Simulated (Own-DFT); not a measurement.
Si₂₃GeO₄₈ (quartz with substituted atoms, atoms displaced) (calculated)

All values are calculated (Own-DFT development build). A calculation, not a measurement: plane-wave PBE and HSE06 DFT by an unreviewed code, no spin, of a simulated cell at Gamma alone, so results move with cell size and shape, stress positive in tension, energies less offsets, not probed for a lower state with spin; oxygen file: force components 24 meV/angstrom off all-electron in a glass; k mesh not checked against a denser one; forces and stress are PBE's, HSE06 gives the energy alone, and its difference from PBE has offsets of its own; offsets are fitted by least squares, one for each functional and potential file, so energies compare only between cells with the same atoms and settings and are not formation energies; the far tail of each file's local potential was reset to the Coulomb form; each entry is a single point on an unrelaxed cell, so the pressure reflects the starting lattice, mostly measured values (interpolated for alloys), from which strain is counted, and rises with the displacements; printed positions are rounded, which can move forces by about a meV/angstrom; the program, named Own-DFT, is a retired in-house code; no spin-orbit coupling.

Common to all runs: first functional PBE; second functional HSE06; exact exchange share 0.25; screening 0.11 1/bohr; exchange divergence Gygi-Baldereschi; potential files PseudoDojo norm-conserving, scalar-relativistic, made for PBE, standard set; wave cutoff 48 hartree; occupations fixed; k mesh 1 x 1 x 1 centred on Gamma.

(1) Si₂₃GeO₄₈ (quartz with substituted atoms, atoms displaced)

```xyz
72
Lattice="9.8268 0.0000 0.0000 -4.9134 8.5103 0.0000 0.0000 0.0000 10.8104" Properties=species:S:1:pos:R:3 Si23GeO48
Si    -2.6431     8.5091     0.0082
Si    -1.0999     2.0480     3.5935
Si     1.3108     2.2254     1.8387
O      1.2882     1.1300     0.6285
O      2.7229     2.5404     2.5348
O      3.2229     0.6046     4.2736
O     -1.0502     3.1842     4.7800
O      0.2547     1.7928     2.9138
O      0.7885     3.7724     1.2369
Si     2.3259     0.0473     5.4052
Si    -1.1455     2.0106     9.0313
Si     1.3494     2.2770     7.2325
O      1.3531     1.0846     6.0541
O      2.7909     2.5937     7.7676
O      3.1642     0.7084     9.6520
O     -1.0894     3.0964    10.1345
O      0.2921     1.7412     8.3865
O      0.7993     3.6896     6.6561
Si    -0.1749     4.2955    10.7138
Si     6.2388     6.1369     3.5446
Si    -1.1223     6.5119     1.8460
O     -1.0715     5.4283     0.6469
O      0.3388     6.8689     2.4813
O      0.7202     4.9300     4.2137
O     -3.5845     7.3815     4.7627
O     -2.1506     5.9611     2.9629
O     -1.6954     7.8563     1.0563
Ge    -0.0978     4.2030     5.3407
Si     6.1640     6.3002     8.9821
Si    -1.1321     6.4586     7.2034
O     -1.0739     5.4386     6.0557
O      0.3591     6.6759     7.7627
O      0.7408     4.9406     9.6419
O     -3.5911     7.3382    10.0931
O     -2.1046     5.9587     8.3773
O     -1.5512     7.8882     6.5304
Si     2.3137     8.4339     0.0566
Si     3.7839     1.9883     3.6002
Si     6.2995     2.3609     1.6922
O      6.3627     1.1447     0.6250
O      7.7882     2.5284     2.5001
O      8.1810     0.6515     4.2245
O      3.8154     3.1594     4.6837
O      5.2761     1.7285     2.9490
O      5.7073     3.7022     1.2161
Si     7.2138     0.0246     5.4158
Si     3.6776     2.0631     9.0717
Si     6.2678     2.2658     7.2292
O      6.2907     1.1316     6.0694
O      7.6052     2.4579     7.8379
O      8.1422     0.6959     9.6790
O      3.8768     3.1620    10.1390
O      5.1755     1.7002     8.4267
O      5.7561     3.6382     6.5832
Si     4.8463     4.2742     0.1172
Si     1.2426     6.2742     3.6335
Si     3.6925     6.5178     1.8554
O      3.7958     5.3955     0.6343
O      5.2303     6.7253     2.3813
O      5.7308     4.9776     4.2383
O      1.2927     7.4439     4.6789
O      2.7559     6.0221     2.9099
O      3.2618     7.9440     1.2709
Si     4.7474     4.2762     5.2955
Si     1.3219     6.2743     9.0151
Si     3.7840     6.5522     7.1801
O      3.7636     5.3820     6.0951
O      5.2562     6.8061     7.7863
O      5.5925     4.9184     9.6962
O      1.3665     7.3634    10.1448
O      2.7759     6.0057     8.3067
O      3.2285     7.9189     6.6157
```

The calculation gives: PBE energy of cell above offsets -16.501 eV; HSE06 less PBE above offsets -0.136 eV; PBE pressure 9.94 GPa; PBE stress xx -8.68 GPa; PBE stress yy -10.89 GPa; PBE stress zz -10.25 GPa; PBE stress yz 0.49 GPa; PBE stress xz 0.15 GPa; PBE stress xy -2.14 GPa.

Force:
```tsv
element	x (eV/Å)	y (eV/Å)	z (eV/Å)
Si	-1.616	-0.08	-2.445
Si	-1.085	-1.528	4.009
Si	-0.486	3.148	-2.614
O	0.23	0.208	0.569
O	-0.064	-0.211	-0.969
O	2.172	2.047	-2.692
O	-7.833	-9.464	-5.24
O	2.224	-1.144	0.429
O	-0.183	-2	-1.064
Si	-0.555	-4.969	1.578
Si	-0.875	-0.894	-2.975
Si	-2.063	-0.957	-0.887
O	-1.139	2.777	1.744
O	1.33	-0.271	1.604
O	-1.265	-1.97	1.058
O	0.082	2.573	2.033
O	1.298	0.219	-0.761
O	1.735	-1.284	1.741
Si	0.312	-1.115	4.264
Si	0.659	10.59	-1.504
Si	0.024	0.69	-1.364
O	-0.279	-0.239	-0.213
O	-2.072	0.074	-1.882
O	4.106	1.815	-5.133
O	0.816	-0.642	-1.117
O	2.124	-0.28	-0.815
O	1.473	-1.114	2.414
Ge	2.202	5.872	8.664
Si	2.087	-4.035	-1.817
Si	-0.153	2.51	0.653
O	-0.867	-1.483	-2.005
O	0.841	0.42	1.117
O	0.938	-0.658	-1.024
O	0.969	3.975	3.518
O	-2.217	0.206	1.367
O	-1.156	0.726	-0.286
Si	1.588	1.924	-1.608
Si	1.187	-1.628	-0.518
Si	1.565	-4.819	4.571
O	-0.967	1.463	0.631
O	-4.985	1.83	-4.55
O	-0.34	-0.361	0.898
O	-0.204	0.21	0.471
O	0.026	1.095	-1.071
O	2.124	0.259	2.345
Si	0.526	-0.483	-1.055
Si	2.867	-0.222	-3.977
Si	-6.983	-1.648	-0.503
O	-0.594	0.407	-0.141
O	6.502	0.735	3.236
O	-1.059	-3.024	1.646
O	0.35	1.964	3.049
O	0.446	0.877	-1.027
O	-1.859	1.754	-2.629
Si	-5.426	2.009	-5.008
Si	2.903	0.6	-1.363
Si	4.403	0.097	-3.669
O	-0.209	0.498	1.01
O	0.324	-0.489	0.382
O	-3.185	-7.819	3.643
O	1.245	1.36	2.029
O	-4.482	-1.651	4.72
O	-0.603	0.442	-0.995
Si	0.907	0.502	5.024
Si	0.646	-0.496	-3.528
Si	0	-0.73	0.759
O	1.275	-1.727	-2.395
O	-0.412	0.173	-0.697
O	1.862	1.019	-1.566
O	0.14	1.113	1.641
O	-0.694	0.023	1.587
O	-0.597	1.232	-1.302
```

(2) Si₂₃GeO₄₈ (quartz with substituted atoms, atoms displaced)

```xyz
72
Lattice="9.8268 0.0000 0.0000 -4.9134 8.5103 0.0000 0.0000 0.0000 10.8104" Properties=species:S:1:pos:R:3 Si23GeO48
Si     2.2526     0.1056     0.0369
Si     8.6438     1.9577     3.6110
Si     1.3082     2.1962     1.7405
O      1.4177     1.0982     0.6318
O      2.7098     2.4073     2.4642
O      3.2574     0.5989     4.2042
O     -1.0902     3.1970     4.7231
O      0.2700     1.7287     2.9102
O      0.7223     3.6654     1.1579
Si     2.2386     0.0291     5.3261
Si     8.6719     1.9585     8.9636
Si     1.2862     2.2058     7.1502
O      1.3610     1.1104     6.0871
O      2.8561     2.4850     7.8267
O      3.2699     0.5983     9.6576
O     -1.1043     3.0943    10.2244
O      0.2946     1.7392     8.3403
O      0.8170     3.6466     6.5889
Si    -0.1308     4.2234    10.7779
Si     6.2105     6.2180     3.6608
Si    -1.1469     6.4958     1.7990
O     -1.0584     5.4277     0.6555
O      0.3818     6.7445     2.4888
O      0.8548     4.9231     4.1841
O     -3.5324     7.3634     4.7505
O     -2.2092     5.9769     2.9651
O     -1.7259     7.9108     1.1224
Si    -0.1185     4.2237     5.3543
Si    -3.6003     6.3659     9.0188
Si    -1.1619     6.5069     7.1952
O     -1.0945     5.4763     6.0573
O      0.2884     6.6986     7.7304
O      0.7269     4.9002     9.7012
O     -3.5141     7.2903    10.2042
O     -2.0925     6.0165     8.3747
O     -1.6316     7.8480     6.5696
Si     2.2593     8.4894     0.0229
Si     3.8319     1.9355     3.5626
Si     6.2474     2.2684     1.7495
O      6.2481     1.1829     0.6042
O      7.5814     2.5644     2.4230
O      8.1180     0.6146     4.1688
O      3.8074     3.0576     4.7857
O      5.2410     1.7920     2.9777
O      5.6726     3.6377     1.0769
Si     7.2228     0.0545     5.4657
Si     3.6722     2.0066     8.9473
Si     6.1399     2.2584     7.1662
O      6.3457     1.1222     6.1331
O      7.7329     2.5441     7.7982
O      8.0991     0.5898     9.6054
O      3.8760     3.0141    10.1516
O      5.2260     1.8129     8.3254
O      5.7248     3.6152     6.6962
Si     4.7171     4.3256     0.0240
Si     1.2980     6.3080     3.5296
Si     3.7402     6.5178     1.7390
O      3.8601     5.3639     0.7194
O      5.1875     6.7786     2.4314
O      5.6916     4.8715     4.3078
O      1.3648     7.3724     4.8340
O      2.7379     6.0194     2.9267
O      3.2791     7.8855     1.1719
Si     4.8533     4.2330     5.4145
Ge     1.2620     6.2028     8.9819
Si     3.8070     6.4577     7.1860
O      3.8550     5.4188     6.0212
O      5.2587     6.7333     7.8606
O      5.7760     4.7960     9.6610
O      1.3472     7.3914    10.2082
O      2.7248     6.0334     8.4315
O      3.1706     7.8345     6.7003
```

Results for Si₂₃GeO₄₈ (quartz with substituted atoms, atoms displaced): PBE energy of cell above offsets -15.449 eV; HSE06 less PBE above offsets -0.190 eV; PBE pressure 11.2 GPa; PBE stress xx -9.47 GPa; PBE stress yy -12.68 GPa; PBE stress zz -11.46 GPa; PBE stress yz -1.57 GPa; PBE stress xz 0.49 GPa; PBE stress xy 1.84 GPa.

Force:
```tsv
element	x (eV/Å)	y (eV/Å)	z (eV/Å)
Si	6.354	-9.194	-5.893
Si	0.375	3.719	-2.484
Si	-1.472	3.568	2.066
O	-6.249	5.962	2.457
O	0.951	0.29	-0.164
O	-0.664	-1.186	0.617
O	-1.49	-2.985	-1.547
O	-0.447	-0.21	0.16
O	2.386	-2.628	1.972
Si	4.331	-1.507	2.511
Si	-1.79	1.406	1.353
Si	1.472	3.271	3.466
O	-0.504	-1.644	-2.416
O	-6.807	1.782	-6.342
O	-1.047	-0.07	-0.053
O	-0.249	-1.671	-1.52
O	1.473	-0.387	-0.061
O	-0.312	-0.024	-0.874
Si	-3.402	0.701	1.725
Si	-1.144	1.209	-3.381
Si	-0.417	1.805	0.755
O	0.409	-1.393	-1.068
O	-7.304	2.784	-6.695
O	-1.554	-2.286	1.863
O	-1.275	-0.034	0.434
O	1.851	0.149	-0.756
O	1.427	-1.334	2.059
Si	1.191	4.991	1.614
Si	2.404	-6.88	-0.925
Si	-0.537	0.317	0.953
O	1.303	-4.995	-4.128
O	0.942	1.418	-0.693
O	-0.447	-4.897	0.731
O	0.279	4.651	3.692
O	-2.293	-0.004	1.757
O	-2.9	4.16	-2.917
Si	1.352	1.505	-0.56
Si	-2.975	2.066	1.241
Si	-3.694	1.224	-0.844
O	0.387	-1.506	-0.538
O	4.702	-0.13	2.875
O	-0.975	-1.985	2.267
O	1.451	0.906	0.362
O	2.54	-0.492	-1.457
O	0.959	-1.01	2.211
Si	1.176	-4.509	-1.207
Si	6.44	-2.825	4.718
Si	4.815	-1.746	4.312
O	-1.341	0.435	-1.437
O	-1.487	-0.462	-0.756
O	0.153	-0.249	0.627
O	-0.259	2.722	1.869
O	-2.432	-1.407	2.171
O	-2.383	5.725	-4.196
Si	2.674	-4.487	-4.676
Si	4.679	-1.202	7.34
Si	0.779	0.059	4.202
O	-2.528	0.722	-0.821
O	1.129	-0.653	1.409
O	1.705	0.078	-1.805
O	0.542	0.34	-0.895
O	1.334	0.033	-0.641
O	-1.348	2.581	-1.651
Si	-3.824	-2.258	2.87
Ge	-2.468	4.821	-0.104
Si	-1.604	0.776	3.129
O	0.774	-2.056	-1.335
O	-1.771	0.778	-1.989
O	-0.658	2.509	-0.541
O	-1.19	0.1	1.169
O	8.66	-1.284	-3.716
O	-0.156	2.028	-1.869
```

(3) Si₂₃GeO₄₈ (quartz with substituted atoms, atoms displaced)

```xyz
72
Lattice="9.8268 0.0000 0.0000 -4.9134 8.5103 0.0000 0.0000 0.0000 10.8104" Properties=species:S:1:pos:R:3 Si23GeO48
Si     2.3781     0.0374     0.0247
Si     8.6775     1.9534     3.6228
Si     1.3155     2.2973     1.7858
O      1.3797     1.0889     0.7296
O      2.7594     2.5114     2.4585
O      3.2723     0.5822     4.2677
O     -1.2668     3.1187     4.7471
O      0.2516     1.7807     3.0265
O      0.7355     3.5910     1.0502
Si     2.3704     0.0629     5.3678
Si     8.6510     2.0303     8.9923
Si     1.3786     2.1939     7.2196
O      1.3964     1.2257     6.0367
O      2.6803     2.5419     7.7667
O      3.2097     0.6461     9.6693
O     -1.1919     3.0875    10.1829
O      0.3046     1.7599     8.3242
O      0.7143     3.6717     6.5955
Si    -0.2078     4.2600    10.7735
Si     6.1743     6.2505     3.5538
Si    -1.1984     6.5467     1.8211
O     -1.0443     5.4234     0.7368
O      0.2445     6.6633     2.4551
O      0.8811     4.8451     4.2638
O     -3.5213     7.4423     4.7162
O     -2.1063     6.0149     2.9282
O     -1.7316     7.8898     1.1542
Si    -0.1062     4.1911     5.4116
Si    -3.5428     6.2700     8.9758
Si    -1.1122     6.5186     7.2657
O     -1.0621     5.3674     6.0668
O      0.1659     6.7532     7.8447
O      0.8381     4.8177     9.6907
O     -3.5150     7.2764    10.1436
O     -2.1425     6.0083     8.3830
O     -1.6540     7.8511     6.5113
Ge     2.3576     8.4756     0.0220
Si     3.6513     1.9700     3.6145
Si     6.1497     2.2001     1.7986
O      6.3713     1.1561     0.6364
O      7.6894     2.4540     2.5120
O      8.1152     0.6139     4.2539
O      3.9016     3.1827     4.8052
O      5.3049     1.7756     2.9757
O      5.6522     3.7293     1.1806
Si     2.3062     8.4369     5.3613
Si     3.7452     2.0800     8.9598
Si     6.1927     2.2935     7.1689
O      6.3160     1.0692     6.0077
O      7.6394     2.4834     7.8141
O      8.2090     0.5443     9.5614
O      3.8800     3.1195    10.2050
O      5.1338     1.7608     8.3593
O      5.7254     3.5514     6.5933
Si     4.7225     4.1763     0.0339
Si     1.3251     6.2916     3.6495
Si     3.7270     6.4835     1.8153
O      3.7630     5.3776     0.6996
O      5.2313     6.7274     2.4740
O      5.6372     4.7999     4.2038
O      1.3772     7.4160     4.7528
O      2.7334     6.0992     2.9884
O      3.2461     7.9306     1.1246
Si     4.7751     4.2891     5.3280
Si     1.3462     6.2683     8.9934
Si     3.7542     6.4627     7.2851
O      3.8313     5.4423     6.0533
O      5.2114     6.6661     7.8105
O      5.7095     4.9044     9.6092
O      1.3965     7.3494    10.1396
O      2.7987     6.0240     8.3765
O      3.2329     7.8727     6.5841
```

It finds PBE energy of cell above offsets -14.095 eV; HSE06 less PBE above offsets -0.330 eV; PBE pressure 12.64 GPa; PBE stress xx -15.07 GPa; PBE stress yy -8.54 GPa; PBE stress zz -14.3 GPa; PBE stress yz 0.28 GPa; PBE stress xz -2.06 GPa; PBE stress xy -1.63 GPa.

Force:
```tsv
element	x (eV/Å)	y (eV/Å)	z (eV/Å)
Si	-4.572	-1.893	-1.98
Si	-2.647	1.357	1.714
Si	-2.94	-1.001	1.105
O	-0.14	0.179	-0.311
O	-0.619	0.793	-0.96
O	2.438	1.685	-3.165
O	2.446	1.495	1.319
O	5.209	0.132	-2.64
O	1.29	-0.677	1.581
Si	-3.796	-3.249	4.001
Si	0.183	-2.21	-1.305
Si	-8.92	2.953	-1.664
O	1.036	-3.198	-3.364
O	8.475	1.557	4.652
O	1.45	2.229	-2.178
O	0.451	1.382	0.686
O	-0.678	-0.082	1.12
O	2.871	-3.041	2.784
Si	-1.226	0.567	0.245
Si	4.25	-1.121	3.904
Si	1.793	0.048	-0.968
O	0.006	-1.942	-2.813
O	2.402	1.096	1.257
O	-0.159	-0.07	0.087
O	-0.324	-0.926	-0.734
O	-4.422	-0.895	3.46
O	1.941	-0.196	1.993
Si	-3.936	1.338	-2.255
Si	-3.196	-1.766	-0.369
Si	-8.798	-2.756	-6.465
O	0.06	0.444	0.064
O	11.85	1.232	6.027
O	0.482	1.688	-1.694
O	1.369	4.489	3.226
O	1.991	-0.52	-0.761
O	-0.296	0.975	0.208
Ge	-2.093	2.883	-6.896
Si	5.704	2.157	1.552
Si	4.964	3.99	-1.173
O	-3.9	3.554	0.992
O	-3.079	0.473	-3.214
O	0.893	-1.258	-0.632
O	-4.101	-5.822	-3.367
O	-6.018	-1.307	3.938
O	2.181	-3.178	2.713
Si	2.843	3.25	3.648
Si	-2.047	-1.313	0.863
Si	2.019	-7.535	1.388
O	-1.419	2.061	1.786
O	0.814	0.154	0.767
O	1.618	1.791	-2.119
O	-3.618	-3.703	-2.516
O	2.313	-0.185	-1.425
O	-3.619	7.44	-4.452
Si	3.003	7.385	-1.275
Si	-3.053	-1.667	-0.917
Si	1.136	2.305	-0.248
O	0.245	-1.57	-1.449
O	-3.648	1.162	-3.538
O	3.496	3.386	-3.693
O	-2.932	-2.757	-1.19
O	1.292	-0.464	-0.109
O	7.452	-5.763	9.417
Si	0.345	1.318	7.08
Si	-2.597	-1.588	-0.451
Si	1.715	2.928	-4.607
O	0.551	-1.871	-1.272
O	1.969	0.756	0.737
O	-1.785	-2.182	1.923
O	-3.09	-2.514	-1.219
O	-2.935	-1.619	2.937
O	0.059	-0.793	0.212
```
